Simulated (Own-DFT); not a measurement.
Simulation results for TiSi$_{2}$ (C49 TiSi2 crystal, atoms displaced)

Computed with Own-DFT development build. A calculation, not a measurement: plane-wave density functional theory by an unreviewed code, no spin, of a simulated periodic cell, stress positive in tension, run twice, with PBE and with PBEsol, both on files made for PBE, so the change isn't that of files made for PBEsol, forces on such cells moved up to 12 meV/angstrom on a denser k mesh; the far tail of each file's local potential was reset to the Coulomb form; each entry is a single point on an unrelaxed cell, so the pressure reflects the starting lattice, taken from the Materials Project, from which strain is counted, and rises with the displacements; printed positions are rounded, which can move forces by about a meV/angstrom; the program, named Own-DFT, is a retired in-house code; no spin-orbit coupling; stress was not checked against mesh or cutoff.

Common to all runs: functional PBE, then PBEsol; potential files PseudoDojo norm-conserving, scalar-relativistic, standard set; wave cutoff 42 hartree; occupations cold (Marzari-Vanderbilt); smearing width 0.2 eV; k mesh 4 x 4 x 4 centred on Gamma.

(1) TiSi$_{2}$ (C49 TiSi2 crystal, atoms displaced)

```
TiSi2
1.0
      5.2953    -6.7593     3.5652
      7.0604     0.0000    -7.1303
      5.2953     6.7593     3.5652
Ti Si Ti Si Ti Si Ti Si Ti Si Ti Si Ti Si Ti Si Ti Si Ti Si
2 4 2 4 2 4 2 4 2 4 2 4 2 4 2 4 2 4 2 4
Direct
  0.93123 0.92858 0.15032
  0.84655 0.87785 0.63773
  0.59928 0.91596 0.46699
  0.19553 0.87483 0.30662
  0.90925 0.00422 0.39551
  0.89410 0.77726 0.40900
  0.95474 0.42724 0.15965
  0.86240 0.36992 0.63170
  0.60394 0.41758 0.50121
  0.20037 0.38686 0.30969
  0.88733 0.52072 0.40231
  0.90397 0.25123 0.39813
  0.73704 0.72398 0.95167
  0.64301 0.68115 0.43017
  0.40972 0.71065 0.29203
  0.98198 0.67815 0.10376
  0.70354 0.82994 0.21221
  0.70627 0.57819 0.18864
  0.52718 0.03358 0.74645
  0.45309 0.97733 0.24773
  0.20289 0.03012 0.08872
  0.78960 0.96284 0.89332
  0.48127 0.13519 0.00194
  0.48329 0.88832 0.99718
  0.74682 0.22499 0.95688
  0.65137 0.18405 0.44022
  0.38848 0.21087 0.29290
  0.98954 0.17417 0.11360
  0.69534 0.32434 0.20892
  0.69735 0.05845 0.19722
  0.55217 0.52277 0.75472
  0.44542 0.46838 0.22994
  0.20380 0.53470 0.08630
  0.79379 0.47310 0.91313
  0.49523 0.63546 0.00486
  0.49460 0.39088 0.99061
  0.35016 0.83432 0.55629
  0.24737 0.76321 0.04780
  0.01702 0.83277 0.88302
  0.59778 0.77259 0.71224
  0.29624 0.93332 0.79002
  0.29988 0.66734 0.80198
  0.33457 0.33256 0.56348
  0.25521 0.27348 0.05255
  0.00814 0.32036 0.88705
  0.60905 0.26983 0.72335
  0.29527 0.42439 0.80420
  0.30101 0.18763 0.79103
  0.13806 0.62821 0.37640
  0.05754 0.57598 0.86039
  0.80169 0.62628 0.69755
  0.40014 0.56732 0.52024
  0.09068 0.73848 0.60130
  0.11574 0.49112 0.59555
  0.15071 0.10919 0.35329
  0.04642 0.07479 0.85023
  0.79820 0.13526 0.69129
  0.37604 0.06516 0.50528
  0.09998 0.21216 0.61833
  0.09390 0.97077 0.59804
```

* PBE pressure: 5.27 GPa
* PBE stress xx: -4.11 GPa
* PBE stress yy: -5.65 GPa
* PBE stress zz: -6.05 GPa
* PBE stress yz: 0.25 GPa
* PBE stress xz: 0.3 GPa
* PBE stress xy: -0.31 GPa
* PBEsol pressure: 1.95 GPa
* PBEsol stress xx: -0.7 GPa
* PBEsol stress yy: -2.09 GPa
* PBEsol stress zz: -3.05 GPa
* PBEsol stress yz: 0.28 GPa
* PBEsol stress xz: 0.31 GPa
* PBEsol stress xy: -0.33 GPa
* rms change of force components from PBE to PBEsol: 0.024 eV/Å

Force:
```csv
force element,PBE force x (eV/Å),PBE force y (eV/Å),PBE force z (eV/Å),PBEsol force x (eV/Å),PBEsol force y (eV/Å),PBEsol force z (eV/Å)
Ti,0.304,-1.738,1.162,0.309,-1.72,1.15
Ti,0.497,1.072,0.063,0.499,1.058,0.078
Si,2.833,0.907,0.441,2.789,0.876,0.437
Si,-0.87,-0.118,0.584,-0.85,-0.064,0.583
Si,1.034,0.661,-1.889,1.026,0.645,-1.898
Si,-1.55,-0.499,0.991,-1.562,-0.488,1.012
Ti,-1.063,0.067,-0.158,-1.062,0.046,-0.181
Ti,0.863,2.076,-0.099,0.833,2.106,-0.079
Si,0.086,-0.771,-0.578,0.086,-0.835,-0.559
Si,-0.966,0.697,0.175,-0.943,0.741,0.159
Si,0.432,-0.804,0.162,0.434,-0.794,0.183
Si,0.969,-0.082,-0.789,0.989,-0.074,-0.79
Ti,0.682,-0.485,0.13,0.665,-0.506,0.139
Ti,0.471,0.827,2.527,0.483,0.832,2.502
Si,-0.151,0.363,-1.277,-0.15,0.309,-1.271
Si,0.692,0.213,0.077,0.675,0.249,0.071
Si,-2.215,-0.419,0.079,-2.24,-0.412,0.09
Si,-0.155,0.9,0.371,-0.149,0.88,0.358
Ti,0.608,-1.09,1.385,0.601,-1.078,1.379
Ti,-2.205,0.008,-0.323,-2.181,0.031,-0.318
Si,-0.408,-0.259,1.045,-0.395,-0.309,1.038
Si,0.912,0.725,-0.98,0.897,0.778,-0.971
Si,0.596,-1.173,0.827,0.607,-1.149,0.821
Si,0.026,-0.496,0.715,0.04,-0.491,0.73
Ti,-0.016,0.144,0.686,-0.021,0.104,0.672
Ti,-1.35,0.882,1.404,-1.324,0.883,1.401
Si,2.048,-0.746,-0.407,2.006,-0.812,-0.405
Si,-0.005,0.148,-0.584,-0.011,0.201,-0.584
Si,-0.323,-0.928,-0.279,-0.341,-0.903,-0.275
Si,1.436,0.193,-2.192,1.452,0.182,-2.208
Ti,0.109,0.154,-0.148,0.104,0.141,-0.145
Ti,1.832,1.062,0.831,1.816,1.07,0.813
Si,-0.516,0.536,1.839,-0.517,0.474,1.827
Si,0.044,-0.037,0.202,0.048,0.025,0.201
Si,-0.321,-0.419,0.015,-0.317,-0.409,0.016
Si,-0.111,0.046,1.402,-0.095,0.046,1.411
Ti,-2.275,0.484,1.421,-2.255,0.468,1.386
Ti,1.889,-0.135,-1.545,1.861,-0.131,-1.529
Si,-0.916,0.325,0.646,-0.896,0.274,0.659
Si,-0.594,0.367,-1.859,-0.582,0.425,-1.877
Si,-0.063,0.934,0.579,-0.065,0.911,0.572
Si,0.582,-0.237,-0.719,0.586,-0.229,-0.725
Ti,-0.545,-2.276,1.239,-0.525,-2.259,1.235
Ti,-0.45,0.47,-1.655,-0.441,0.477,-1.646
Si,0.674,0.165,-0.248,0.662,0.116,-0.236
Si,-1.035,1.71,-3.112,-1.012,1.788,-3.124
Si,0.289,0.082,-0.291,0.278,0.085,-0.292
Si,-0.254,1.124,1.169,-0.252,1.094,1.182
Ti,-0.798,-3.069,-1.255,-0.788,-3.06,-1.234
Ti,-1.667,-0.492,-1.278,-1.632,-0.473,-1.263
Si,-0.207,-1.231,0.726,-0.202,-1.283,0.731
Si,-0.031,0.258,-1.86,-0.025,0.326,-1.865
Si,-0.153,0.058,1.527,-0.169,0.054,1.528
Si,-1.07,2.459,0.664,-1.093,2.419,0.662
Ti,0.476,0.735,-1.76,0.463,0.703,-1.733
Ti,-0.119,-0.269,-0.082,-0.126,-0.257,-0.093
Si,-0.794,-1.753,2.521,-0.78,-1.834,2.531
Si,2.249,-0.375,-0.232,2.216,-0.319,-0.209
Si,-0.4,-0.974,-1.616,-0.392,-0.952,-1.644
Si,0.965,0.027,-0.39,0.969,0.024,-0.402
```

(2) TiSi$_{2}$ (C49 TiSi2 crystal, atoms displaced)

```
TiSi2
1.0
      5.2953    -6.7593     3.5652
      7.0604     0.0000    -7.1303
      5.2953     6.7593     3.5652
Ti Si Ti Si Ti Si Ti Si Ti Si Ti Si Ti Si Ti Si Ti Si Ti Si
2 4 2 4 2 4 2 4 2 4 2 4 2 4 2 4 2 4 2 4
Direct
  0.94943 0.94234 0.15966
  0.85810 0.87421 0.64316
  0.59295 0.92611 0.49555
  0.20443 0.86578 0.31811
  0.88110 0.02829 0.40784
  0.90241 0.75583 0.40895
  0.96254 0.42894 0.14253
  0.84554 0.37937 0.64953
  0.61135 0.41586 0.51081
  0.19109 0.38505 0.31672
  0.90956 0.52065 0.42287
  0.90299 0.27947 0.39924
  0.75941 0.71144 0.96057
  0.67202 0.68480 0.43533
  0.40396 0.72612 0.28033
  0.96934 0.69544 0.10959
  0.69384 0.83780 0.18836
  0.68952 0.56412 0.20596
  0.53439 0.02535 0.74890
  0.43398 0.98794 0.23788
  0.21773 0.01778 0.09804
  0.79928 0.97239 0.89640
  0.49168 0.12799 0.01087
  0.47785 0.87926 0.00312
  0.76709 0.21984 0.96399
  0.64028 0.17618 0.44819
  0.42208 0.21747 0.27483
  0.99312 0.18683 0.12106
  0.67542 0.31662 0.18025
  0.68824 0.08890 0.20315
  0.55697 0.51771 0.76193
  0.44359 0.48186 0.24070
  0.20344 0.51455 0.08847
  0.79639 0.48192 0.91638
  0.50983 0.63531 0.99593
  0.50248 0.37100 0.00503
  0.35339 0.82019 0.54494
  0.24267 0.75943 0.04222
  0.01162 0.81939 0.90017
  0.58351 0.78936 0.69591
  0.30359 0.90481 0.80630
  0.29899 0.68136 0.80070
  0.35665 0.34746 0.57403
  0.24513 0.25699 0.05826
  0.01365 0.33622 0.89010
  0.60951 0.26808 0.71894
  0.29167 0.41651 0.81931
  0.31364 0.15932 0.79858
  0.13945 0.62781 0.35906
  0.05096 0.56222 0.85746
  0.80636 0.61081 0.69016
  0.39174 0.57197 0.49506
  0.10204 0.73412 0.59553
  0.10036 0.45702 0.60473
  0.13803 0.12237 0.35133
  0.06946 0.07447 0.84171
  0.79440 0.12545 0.68987
  0.39141 0.08276 0.50293
  0.10270 0.23548 0.60100
  0.09263 0.98618 0.58368
```

- PBE pressure: 6.37 GPa
- PBE stress xx: -6.79 GPa
- PBE stress yy: -4.95 GPa
- PBE stress zz: -7.37 GPa
- PBE stress yz: -0.17 GPa
- PBE stress xz: -0.04 GPa
- PBE stress xy: 0.61 GPa
- PBEsol pressure: 3.05 GPa
- PBEsol stress xx: -3.37 GPa
- PBEsol stress yy: -1.39 GPa
- PBEsol stress zz: -4.39 GPa
- PBEsol stress yz: -0.19 GPa
- PBEsol stress xz: -0.04 GPa
- PBEsol stress xy: 0.57 GPa
- rms change of force components from PBE to PBEsol: 0.024 eV/Å

Force:
```csv
force element,PBE force x (eV/Å),PBE force y (eV/Å),PBE force z (eV/Å),PBEsol force x (eV/Å),PBEsol force y (eV/Å),PBEsol force z (eV/Å)
Ti,-1.089,0.022,0.303,-1.085,-0.001,0.295
Ti,-0.328,1.135,0.168,-0.322,1.141,0.153
Si,0.21,-2.192,-0.688,0.205,-2.258,-0.702
Si,-0.867,1.008,-2.393,-0.846,1.071,-2.398
Si,-0.058,-1.035,0.077,-0.073,-1.023,0.086
Si,1.291,-1.026,-1.983,1.286,-1.013,-2.005
Ti,0.298,2.643,-0.187,0.285,2.57,-0.184
Ti,-0.052,-0.887,2.01,-0.044,-0.874,1.989
Si,-0.358,-0.856,-2.395,-0.35,-0.892,-2.377
Si,-0.576,-0.32,1.431,-0.566,-0.283,1.431
Si,-1.706,-0.7,-1.052,-1.713,-0.682,-1.073
Si,-0.702,0.169,-0.181,-0.717,0.164,-0.183
Ti,-0.778,0.629,-3.582,-0.78,0.605,-3.545
Ti,-2.027,3.08,0.249,-2.002,3.081,0.266
Si,0.613,-0.826,1.001,0.601,-0.885,1.004
Si,1.215,0.25,3.29,1.197,0.287,3.309
Si,0.208,0.091,0.891,0.208,0.093,0.917
Si,0.918,-1.018,0.038,0.948,-1.002,0.035
Ti,1.252,-0.938,1.176,1.23,-0.962,1.163
Ti,1.115,-0.551,3.726,1.115,-0.537,3.682
Si,-2.349,0.858,-1.536,-2.318,0.826,-1.547
Si,0.33,0.976,0.396,0.326,1.032,0.402
Si,-0.623,-1.27,-0.108,-0.635,-1.239,-0.097
Si,0.845,-0.896,0.674,0.862,-0.871,0.661
Ti,-1.393,0.43,-1.363,-1.38,0.435,-1.37
Ti,0.556,-0.471,0.012,0.54,-0.448,0.019
Si,1.273,1.347,-1.682,1.245,1.309,-1.685
Si,-1.116,-0.599,0.433,-1.101,-0.573,0.441
Si,4.147,0.267,0.852,4.174,0.264,0.872
Si,-1.027,-0.664,2.144,-1.024,-0.664,2.162
Ti,-0.316,0.512,-1.325,-0.321,0.478,-1.299
Ti,-0.111,-0.035,1.322,-0.109,-0.031,1.318
Si,0.75,0.042,-0.225,0.731,0.014,-0.255
Si,-1.367,0.236,1.048,-1.339,0.281,1.048
Si,-0.899,0.683,0.563,-0.918,0.669,0.574
Si,-1.302,-0.209,-2.175,-1.299,-0.214,-2.215
Ti,0.388,0.999,-0.25,0.394,0.973,-0.258
Ti,2.049,-0.046,-0.049,2.046,-0.058,-0.059
Si,-0.677,-1.003,-1.445,-0.673,-1.075,-1.423
Si,0.04,0.628,3.77,0.042,0.685,3.775
Si,0.401,-0.204,-2.508,0.402,-0.199,-2.549
Si,-2.006,-0.462,1.633,-2.02,-0.45,1.661
Ti,-3.228,-0.266,1.635,-3.203,-0.276,1.63
Ti,1.295,-1.3,-1.233,1.291,-1.28,-1.218
Si,-1.915,0.317,2.007,-1.888,0.288,2.004
Si,-0.167,2.517,-1.592,-0.154,2.591,-1.615
Si,0.286,-0.869,-0.276,0.272,-0.862,-0.287
Si,0.159,1.108,-1.348,0.145,1.091,-1.341
Ti,-0.169,-1.147,0.421,-0.158,-1.153,0.435
Ti,1.272,-1.256,-2.484,1.263,-1.204,-2.458
Si,1.694,0.164,-1.789,1.667,0.124,-1.78
Si,1.862,0.028,-0.316,1.831,0.09,-0.322
Si,0.04,0.453,0.789,0.024,0.441,0.795
Si,2.618,0.187,-1.397,2.667,0.181,-1.413
Ti,1.322,-0.378,0.041,1.289,-0.396,0.035
Ti,-0.626,1.555,-0.377,-0.623,1.566,-0.371
Si,0.509,-2.257,1.935,0.491,-2.338,1.934
Si,-0.204,0.928,-0.915,-0.199,0.975,-0.918
Si,-1.367,-0.056,1.694,-1.382,-0.052,1.724
Si,0.449,0.476,1.127,0.467,0.47,1.122
```
